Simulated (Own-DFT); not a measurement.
# How strain changes the stress of C40 NbSi2, 36 atoms (Nb12Si24)

All numbers below are calculated, not measured. They come from Own-DFT, an in-house plane-wave density functional program, since retired, whose code no person has reviewed. Each row is one single-point run on a periodic cell that was not relaxed, without spin or spin-orbit coupling.

Settings of every run: PBE; PseudoDojo norm-conserving scalar-relativistic files; cutoff 42 hartree; 4 x 4 x 5 k mesh centred on Gamma; cold (Marzari-Vanderbilt) smearing of 0.2 eV.

Known limits: forces on such cells failed a check on a denser k mesh; stress not checked against mesh or cutoff.

Unstrained cell vectors in Å: (0.000, 8.324, 0.000); (-9.613, 0.000, 0.000); (0.000, 0.000, 6.586). The unstrained cell was taken from the Materials Project. The random moves and any unrelaxed bonds add to the pressure at no strain. Each run strains this cell uniformly, with the atoms carried along. Every atom was also moved at random, by a Gaussian of width 0.05 Å on each axis. Strain is the symmetric tensor, in per cent. Stress is positive in tension, and the pressure is minus a third of its trace.

```
run  e_xx (%)  e_yy (%)  e_zz (%)  e_yz (%)  e_xz (%)  e_xy (%)  s_xx (GPa)  s_yy (GPa)  s_zz (GPa)  s_yz (GPa)  s_xz (GPa)  s_xy (GPa)  P (GPa)  E (meV/atom)
  1      1.52      1.72      1.01     -0.03      1.66     -0.78        4.26        5.39        2.75       -0.10        5.01       -2.34    -4.13          12.7
  2      1.29      0.60      0.84     -1.93     -0.62      0.87        3.73        0.52        0.58       -5.26       -1.38        2.55    -1.61          16.6
  3      1.03      1.70     -1.70      0.48     -1.07     -1.04        0.49        3.55       -9.67        2.03       -3.02       -3.21     1.88          15.9
  4     -0.34     -1.50     -0.76      0.63     -0.49     -1.52       -5.16       -9.35       -8.83        2.63       -1.94       -4.32     7.78          17.3
  5     -1.13     -0.52     -0.30      1.47      1.80      0.77       -7.30       -5.31       -6.99        4.43        5.34        2.39     6.53          26.5
  6     -1.22     -1.06      0.04     -1.03      0.15     -1.24       -8.91       -7.63       -5.36       -3.56        0.54       -4.10     7.30          31.8
  7     -0.50     -0.43      1.67      1.71     -1.40      0.47       -3.25       -2.83        1.81        4.39       -4.60        0.90     1.42          20.1
  8     -0.22     -0.57      1.28     -1.12     -0.44      1.61       -2.92       -3.30        1.49       -3.25       -1.53        4.63     1.58           8.5
  9      0.74     -0.78     -0.94     -0.08      1.95      0.99       -1.36       -5.05       -8.64       -0.39        6.65        2.72     5.02          20.3
 10      0.75     -0.98      0.49      0.43      1.15     -1.89       -0.46       -4.82       -1.05        1.35        3.31       -5.44     2.11           5.8
 11     -1.90     -0.40     -0.09     -0.99     -0.62     -0.88      -10.35       -4.91       -6.18       -3.44       -1.51       -3.19     7.15          14.1
 12      1.35     -0.17      0.19      0.15      0.29     -0.14        2.59       -2.03       -1.39        0.74        0.28       -0.23     0.27           0.0
 13      0.70      1.33      1.23      1.25      1.45      0.83        1.81        3.57        2.39        3.81        3.97        2.13    -2.59          14.8
 14      1.63      1.43      1.80      0.80     -1.71      1.30        4.24        4.99        5.86        2.43       -4.67        3.46    -5.03          21.8
 15     -1.49     -1.37     -0.58      1.86     -1.19     -1.16      -10.07       -8.85       -9.43        6.20       -4.12       -3.91     9.45          28.3
 16      1.92     -1.62      1.88     -1.98     -1.95     -1.73           ?           ?           ?           ?           ?           ?        ?             ?
```

E is the free energy for each atom above the lowest run shown.

## Worked fit

Each stress component was fitted by least squares to a constant and the strains of the runs shown, as fractions, with shears doubled. Shear strains stay in the fit of a normal stress only where such slopes are resolved. The slopes, in GPa:

| stress | at no strain | per e_xx | per e_yy | per e_zz | scatter |
|---|---|---|---|---|---|
| s_xx | -2.9 | 382 ± 18 | 47 ± 19 | 76 ± 16 | 0.59 |
| s_yy | -2.5 | 64 ± 13 | 366 ± 14 | 69 ± 12 | 0.43 |
| s_zz | -4.2 | 101 ± 16 | 46 ± 17 | 442 ± 15 | 0.54 |

Each shear stress against twice its own strain: yz 152 ± 5, xz 151 ± 4, xy 147 ± 3 GPa. These are stiffnesses along x, y and z of the frame in which the cell vectors are given, which need not be the crystal's axes. The atoms are held to the strained lattice; where symmetry lets them move under strain, relaxing them would lower some slopes. The table should be nearly symmetric about its diagonal, and what it lacks of that shows the noise. A ninth of its sum, 177 ± 4 GPa, estimates the bulk modulus near the mean pressure of these runs, 2.5 GPa, so it lies above the value at zero pressure.

## Withheld run

Question: what normal stresses and pressure should run 16 give?

The fit gives s_xx = 5.1, s_yy = -5.8, s_zz = 5.3 and P = -1.5 GPa. The calculation gave 3.95, -5.94, 3.90 and P = -0.64 GPa.
